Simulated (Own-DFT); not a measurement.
Si3N4 (beta silicon nitride, strained, atoms displaced) (calculated)

A calculation, not a measurement: plane-wave PBE density functional theory by an unreviewed code, no spin, of a simulated periodic cell, stress positive in tension, free energy of the whole cell less one offset for each atom, forces on such cells moved up to 12 meV/angstrom on a denser k mesh; offsets are fitted by least squares, one for each functional and potential file, so energies compare only between cells with the same atoms and settings and are not formation energies; the far tail of each file's local potential was reset to the Coulomb form; each entry is a single point on an unrelaxed cell, so the pressure reflects the starting lattice, mostly measured values (interpolated for alloys), from which strain is counted, and rises with the displacements; printed positions are rounded, which can move forces by about a meV/angstrom; the program, named Own-DFT, is a retired in-house code; no spin-orbit coupling; before rounding, a Quantum ESPRESSO 7.3.1 run of the same cell and cutoff gave forces within 1 meV/angstrom rms on each cell, which checks the program and not the settings. Program: Own-DFT development build.

Common to all runs: functional PBE; potential files PseudoDojo norm-conserving, scalar-relativistic, standard set; wave cutoff 42 hartree; occupations Fermi-Dirac; smearing width 0.1 eV; k mesh 2 x 2 x 4 centred on Gamma.

(1) 
```xyz
112
Lattice="15.4662 -0.1147 -0.0015 -7.8325 13.3468 -0.2625 -0.0006 -0.1163 5.8501" Properties=species:S:1:pos:R:3:force_x:R:1:force_y:R:1:force_z:R:1 formula=Si3N4 free_energy_of_cell_above_offsets=-6.989 pressure=1.22 stress_xx=1.63 stress_yy=-0.71 stress_zz=-4.59 stress_yz=-6.85 stress_xz=-0.53 stress_xy=-3.85
Si    -1.7160     5.1388     0.5707      1.819     -2.645      1.736
Si     0.2616     2.6951     0.7533      -1.36     -0.089     -1.542
Si     1.4043     5.4310     0.6615      0.548       0.62     -0.917
Si     5.4213     1.3971     2.2134      -1.47      2.047     -1.837
Si     3.6395     3.9324     2.1716     -2.279     -1.633     -0.826
Si     2.4228     1.0683     2.2507     -0.185      2.684     -0.853
N      2.5374     0.2091     0.7926     -0.512     -2.773     -1.707
N      6.2951     1.8442     0.6482      2.229      1.957       3.91
N      2.8382     4.3814     0.6981      0.032      0.383     -1.196
N      1.4016     6.3414     2.1104      0.199      2.533     -0.166
N     -2.4960     4.6782     2.1338     -1.526     -1.025     -2.962
N      1.0539     2.0897     2.1164      -0.95      0.428      2.442
N      0.0518     4.4252     0.6937     -2.915     -0.901     -0.517
N      3.7840     2.1532     2.1361      2.518     -0.875      0.628
Si    -1.6464     4.9080     3.5218      1.568      3.314      0.783
Si     0.1779     2.7047     3.7035      0.249     -3.228     -2.244
Si     1.2397     5.4033     3.5663      5.419      2.547     -0.948
Si     5.5393     1.4365     5.0903     -3.619     -1.513     -1.757
Si     3.6141     3.7482     5.0152       -1.2       1.49      1.171
Si     2.5633     1.0085     5.1637     -4.526      0.457     -0.015
N      2.4187     0.1744     3.6691      0.152     -3.514      1.195
N      6.2969     1.9437     3.6039     -0.615     -0.915      0.223
N      2.7579     4.3043     3.5970     -0.052      0.647      0.533
N      1.3401     6.2957     4.9807      0.715        1.6      2.202
N     -2.5131     4.5624     4.9593      0.581       0.08      0.517
N      0.9648     2.0906     5.0518      2.392     -1.354      2.199
N      0.0573     4.3649     3.5307     -5.621     -2.132      0.247
N      3.7943     2.0391     5.0666      4.862      1.843     -0.121
Si    -5.5672    11.7886     0.4658      1.384      0.211      1.344
Si    -3.7030     9.3331     0.5315     -0.306      1.114      1.148
Si    -2.5336    12.1968     0.5484      1.228      -4.47     -6.486
Si     1.5561     8.2354     1.9822     -1.876     -3.377      2.964
Si    -0.2955    10.5200     1.9648      -0.51      1.959     -1.731
Si    -1.4854     7.8764     1.9808      2.503     -4.812      1.285
N     -1.3921     6.7570     0.5743     -1.077      5.097     -0.706
N      2.2674     8.6133     0.5548      4.883       2.21      0.337
N     -1.0578    11.0791     0.4243     -1.237      1.012      1.386
N     -2.4565    13.0182     1.9001     -0.295       2.99       3.88
N     -6.4200    11.3588     2.0019     -0.165     -0.576     -1.648
N     -2.8502     8.7873     2.0488     -3.452      1.883     -1.599
N     -3.9101    11.0663     0.4258     -1.181      1.001      1.196
N     -0.0845     8.8578     1.9764      0.598      -0.94      0.062
Si    -5.6505    11.7304     3.4712      2.769      0.803     -0.566
Si    -3.7136     9.3209     3.4773     -0.587     -0.521     -0.307
Si    -2.5831    12.1004     3.3430       1.62     -0.941      2.977
Si     1.5515     8.0917     5.0105     -2.533     -2.094      -4.33
Si    -0.2114    10.4866     4.7938     -2.206      0.225      1.518
Si    -1.5730     7.7555     4.9066      2.544     -0.664      1.306
N     -1.4626     6.8368     3.5155      -0.41     -1.351     -1.875
N      2.3639     8.5851     3.4635      0.554      0.005      1.401
N     -1.1983    10.9895     3.3994       1.34      0.373     -0.397
N     -2.4870    13.0378     4.8699     -0.312     -0.092     -0.783
N     -6.4458    11.1982     4.8937      1.104      0.895      0.203
N     -2.9840     8.8103     4.9226      1.913     -1.798      0.282
N     -3.8677    11.0136     3.4814     -3.632      1.121     -0.828
N     -0.0590     8.7958     4.9201      -0.94     -1.088      -0.11
Si     6.1390     5.0382     0.5779     -0.211      0.546      2.344
Si     7.8865     2.6079     0.6927      2.931     -0.116      -0.89
Si     9.0249     5.5747     0.5603      4.207     -2.556     -0.483
Si    13.2199     1.3356     2.1406     -1.061      0.286      1.525
Si    11.3076     3.8397     2.1878      2.836     -1.973     -6.366
Si    10.0921     1.0755     2.1891       5.84     -2.637      0.829
N     10.1346     0.1395     0.7488     -0.251     -1.978     -0.112
N     14.0571     1.8783     0.7534      0.466      0.122     -0.829
N     10.5009     4.4075     0.5466      0.036      0.855      2.003
N      9.0878     6.3768     2.0695      0.125      0.175     -0.298
N      5.1903     4.5517     2.1733      2.519      0.594     -2.573
N      8.7971     1.9987     2.1687     -6.079      3.886     -0.125
N      7.8500     4.4256     0.6065     -4.976     -3.028      0.723
N     11.5677     2.0528     2.1813     -0.172      0.696     -0.504
Si     6.0382     4.9367     3.5604      0.713      1.357      1.211
Si     7.8633     2.5663     3.5373      3.464      0.351      2.215
Si     9.0500     5.4063     3.5234      0.911     -4.772     -4.624
Si    13.1829     1.3068     5.1134      0.143      2.654      0.267
Si    11.3558     3.7835     4.9806     -0.488     -1.745      1.091
Si    10.1341     0.9508     5.1578      6.192     -1.942     -1.338
N     10.2748     0.0319     3.6411     -1.503      1.095     -0.035
N     14.0250     1.8342     3.6702      0.662      0.187     -0.856
N     10.5821     4.2928     3.5152     -4.301      2.603      3.188
N      9.1522     6.2194     4.8383     -0.005      5.231      6.735
N      5.2408     4.5036     5.0603     -0.643     -1.007     -1.144
N      8.9212     1.9271     5.1646     -8.642       5.21     -1.181
N      7.6635     4.3114     3.6850      0.745     -0.918     -1.499
N     11.5957     2.0223     4.9980     -0.647      0.038      0.942
Si     2.1006    11.7215     0.4677      2.655      1.095      1.225
Si     3.9988     9.3431     0.4714     -0.572     -0.423      2.527
Si     5.1726    12.0475     0.4076      1.025      1.113      1.493
Si     9.3748     8.0774     2.0542     -3.366      0.526     -1.053
Si     7.4790    10.4873     1.9254     -2.539     -0.187      1.248
Si     6.2154     7.7087     2.0976     -0.213      0.489     -0.091
N      6.2401     6.8035     0.6242       0.01     -1.405     -0.496
N     10.1000     8.5664     0.4829      2.305      0.519      4.588
N      6.6062    11.0362     0.4624      0.316      0.305      1.663
N      5.1903    12.8865     1.9272      0.565       2.38     -0.078
N      1.3459    11.2019     1.9212     -1.092     -0.065      0.677
N      4.7727     8.7846     2.0384       1.44     -1.358     -2.186
N      3.8389    11.0598     0.5498     -3.105     -1.506     -0.893
N      7.5913     8.7378     1.9505      2.586      0.896      0.678
Si     2.1354    11.7159     3.3768      1.386     -1.465      0.699
Si     4.0076     9.2025     3.4438     -1.365       1.96      2.121
Si     5.1342    12.0185     3.4046     -0.379     -0.086      0.347
Si     9.2966     8.0030     5.0126     -3.484     -0.457     -4.439
Si     7.4147    10.5070     4.9053     -0.958      -2.83     -0.993
Si     6.2279     7.6405     4.9887      1.602      0.117      0.768
N      6.2737     6.6993     3.5630     -0.501     -0.424     -1.167
N     10.1347     8.4246     3.5069      1.527      1.517      0.487
N      6.5223    10.9676     3.5157      1.674     -0.267     -2.117
N      5.1621    12.9955     4.9050      0.044     -2.396     -0.974
N      1.3635    11.1479     4.8973     -0.455      0.436     -2.583
N      4.8738     8.6416     4.9944     -2.239      1.008     -1.842
N      3.7321    10.9935     3.4580      0.557     -1.307      0.109
N      7.6198     8.6909     4.9435      1.599      0.391     -0.039
```

Units: free_energy_of_cell_above_offsets in eV; pressure, stress_xx, stress_yy, stress_zz, stress_yz, stress_xz, stress_xy in GPa; force_x, force_y, force_z in eV/Å.

(2) 
```xyz
112
Lattice="15.2136 0.0916 0.0518 -7.5274 13.0582 -0.1540 0.0198 -0.0566 5.9175" Properties=species:S:1:pos:R:3:force_x:R:1:force_y:R:1:force_z:R:1 formula=Si3N4 free_energy_of_cell_above_offsets=-6.913 pressure=5.43 stress_xx=-6.67 stress_yy=-6.48 stress_zz=-3.13 stress_yz=-3.87 stress_xz=-0.12 stress_xy=0.93
Si    -1.6151     5.1279     0.7480      2.494     -3.581     -2.517
Si     0.1813     2.5267     0.6775      3.808      3.744      0.222
Si     1.4502     5.4789     0.7103     -2.071      -3.05      -1.35
Si     5.4683     1.4480     2.2513     -2.316       3.43     -1.747
Si     3.5812     3.9854     2.2360      1.398     -3.164     -1.929
Si     2.4237     1.1557     2.2481      0.822      0.413      0.727
N      2.3912     0.3263     0.7374      0.176     -2.797      0.307
N      6.2062     2.0762     0.6645      1.947     -0.742      3.776
N      2.7383     4.3233     0.7347      0.728      1.406     -0.362
N      1.4260     6.4209     2.1280     -0.419     -7.623      1.802
N     -2.4165     4.5041     2.1389      2.001      1.463      0.635
N      1.0351     2.1745     2.2603      0.346     -1.305     -4.001
N      0.0002     4.3629     0.7098     -0.219      0.719      0.238
N      3.7929     2.1945     2.3614       1.27      0.127     -1.058
Si    -1.5772     4.9230     3.5891      1.983      1.085      2.695
Si     0.2009     2.5267     3.5869      0.782      1.586       4.69
Si     1.4277     5.3918     3.6536     -1.478     -1.264     -0.477
Si     5.4568     1.4510     5.2676     -2.289      0.954     -3.036
Si     3.6519     3.9499     5.1050     -0.928     -2.688       2.78
Si     2.5478     1.1490     5.1602     -1.534      1.613      1.725
N      2.3644     0.2173     3.8024      0.376     -2.247     -3.667
N      6.1502     2.0128     3.6861       3.03     -0.257      1.642
N      2.8254     4.3399     3.6902     -1.647      2.211     -0.175
N      1.4219     6.3241     5.0958      0.043      -2.56      0.522
N     -2.4294     4.5510     5.1672      2.971      1.808     -0.857
N      1.0447     2.0935     5.1293     -0.364     -0.129     -0.423
N      0.0462     4.2495     3.6614     -0.707      1.728     -0.405
N      3.8701     2.2107     5.2197      0.189     -0.719     -0.194
Si    -5.3382    11.5745     0.5514      1.466      1.181        0.3
Si    -3.4386     9.1730     0.6652     -3.418      0.544     -0.438
Si    -2.3692    11.9140     0.5667      1.367      0.467      2.136
Si     1.6811     7.9395     2.1711      0.869      8.573      0.184
Si    -0.1531    10.4468     2.1307      1.005     -1.962       -1.2
Si    -1.3248     7.6363     2.1037      2.631      1.522       3.96
N     -1.3723     6.7596     0.7393     -0.467      0.579     -3.459
N      2.3714     8.4470     0.5927      3.142      1.428      4.238
N     -0.9283    10.9542     0.5431     -0.459      0.377      3.802
N     -2.2720    12.8455     2.0947     -0.001     -1.773     -0.445
N     -6.0913    11.0755     2.0075     -1.764     -0.119      0.618
N     -2.6802     8.6411     2.1085     -0.811      0.994      0.357
N     -3.6497    10.9014     0.5251     -2.905     -1.429      0.858
N      0.1060     8.6930     2.2314     -1.861      0.481     -0.483
Si    -5.3469    11.5236     3.4839     -0.358      0.802      1.606
Si    -3.4895     9.1615     3.5572     -0.721     -0.945      0.872
Si    -2.3037    11.8945     3.5418     -2.376     -0.165      1.318
Si     1.5928     7.9538     5.1711      0.893      2.758     -3.641
Si    -0.1288    10.5187     5.0791      2.953     -3.213     -1.175
Si    -1.3598     7.7094     5.1128      1.469     -1.879     -0.616
N     -1.3433     6.6773     3.6208     -0.543      0.273     -0.029
N      2.5045     8.5312     3.6318     -2.358     -2.031      0.216
N     -0.9108    10.9041     3.6055     -0.731      0.381     -0.171
N     -2.2976    12.7700     5.1182      0.234       1.93     -3.362
N     -6.1193    11.0627     5.0442     -1.154     -0.181     -1.409
N     -2.7769     8.6396     5.0851       0.78     -0.363       -0.9
N     -3.8122    10.7904     3.5582      3.259      2.731     -0.447
N      0.0631     8.6695     5.2222     -1.597      2.029     -0.954
Si     6.0562     5.0669     0.7453     -0.022      0.869     -1.253
Si     7.9188     2.6496     0.6173     -6.407      3.939        7.9
Si     9.0803     5.4485     0.6628     -2.571     -0.627      2.195
Si    13.0193     1.5994     2.2835      0.777      -2.09     -1.852
Si    11.2902     4.0402     2.1890     -3.845     -4.136      0.167
Si    10.0675     1.1831     2.1952     -1.507      0.129      0.051
N      9.9482     0.3324     0.6932      0.125     -3.146      2.078
N     13.8914     2.0217     0.7402     -3.597     -1.793      0.984
N     10.4284     4.3512     0.7069     -0.154      1.436      0.737
N      9.0454     6.3792     2.2100      1.069       -1.1     -0.085
N      5.2148     4.5932     2.1907     -0.189      0.708      0.468
N      8.5790     2.2136     2.1505      2.081     -1.281      1.049
N      7.6204     4.3803     0.7662      1.949      0.304     -0.732
N     11.4472     2.1360     2.2283     -0.565       4.01      0.172
Si     6.1007     5.0208     3.6294     -2.984      0.502      1.906
Si     7.8406     2.6299     3.6318     -1.438      1.385       1.46
Si     9.1231     5.3628     3.6698     -3.503        3.2      0.047
Si    13.0308     1.5125     5.1867     -0.455       0.88      1.435
Si    11.2864     4.0360     5.1128      0.138     -4.471      4.575
Si    10.0917     1.1565     5.2326      0.196      1.376      -3.12
N     10.0083     0.2486     3.6391     -0.091      0.462      1.897
N     13.8315     1.9936     3.7406     -0.276     -0.126     -0.404
N     10.4823     4.4543     3.8078     -0.106     -0.246     -5.598
N      9.0020     6.3409     5.1784      1.284     -0.179     -1.713
N      5.1941     4.5017     5.2252      2.924      2.355     -1.713
N      8.6417     2.1475     5.2852      3.805     -2.202     -10.01
N      7.6428     4.4919     3.6671      2.741     -4.144      0.151
N     11.4525     2.2443     5.2302        0.1     -0.232     -0.712
Si     2.2500    11.5819     0.5496       2.91       1.41      4.861
Si     4.0224     9.2132     0.7219     -0.619      0.029     -2.508
Si     5.3165    11.9825     0.5861     -1.076     -1.663       2.16
Si     9.3266     8.0832     2.1786     -2.773       0.97      -0.24
Si     7.4022    10.4884     2.0894      3.181     -0.891       4.22
Si     6.3038     7.7002     2.1803     -0.887      0.925     -0.911
N      6.3423     6.8512     0.6418     -0.804     -2.374      1.563
N     10.0454     8.5442     0.7070      2.755      0.759     -0.755
N      6.7128    10.9488     0.7492     -2.716      2.653     -5.615
N      5.3239    12.8566     2.0912       0.33      2.789      -0.45
N      1.4115    11.1264     2.2032      0.011      0.612     -3.589
N      4.8248     8.8097     2.1270      2.093      -2.55      1.027
N      3.8987    10.9607     0.6837     -1.212      0.253     -0.447
N      7.5980     8.8279     2.0927      2.538      -2.54      1.181
Si     2.2746    11.5884     3.5629      2.446     -0.299      0.131
Si     4.0417     9.2015     3.5778      1.405     -0.147      3.058
Si     5.2769    12.0360     3.5599      -0.96     -3.795      0.309
Si     9.2924     8.0411     5.1095     -1.172      1.599      0.589
Si     7.4631    10.4882     5.1153      0.329     -1.324     -0.731
Si     6.3448     7.6851     5.0549     -2.256      1.792      3.801
N      6.2374     6.7465     3.7270     -0.145     -0.503     -4.039
N     10.1332     8.5889     3.6199     -0.822     -1.411      0.891
N      6.6093    10.8761     3.5870      0.658      1.363      1.202
N      5.3367    12.8449     5.0912       0.11      1.372     -1.141
N      1.6003    11.1194     5.0700     -4.732     -1.365     -2.419
N      4.8635     8.6780     5.2014      0.276     -0.061     -2.435
N      3.8834    10.8822     3.5764     -0.116      2.853       0.21
N      7.6317     8.7487     5.1895      2.837      0.608     -1.304
```

Units: free_energy_of_cell_above_offsets in eV; pressure, stress_xx, stress_yy, stress_zz, stress_yz, stress_xz, stress_xy in GPa; force_x, force_y, force_z in eV/Å.
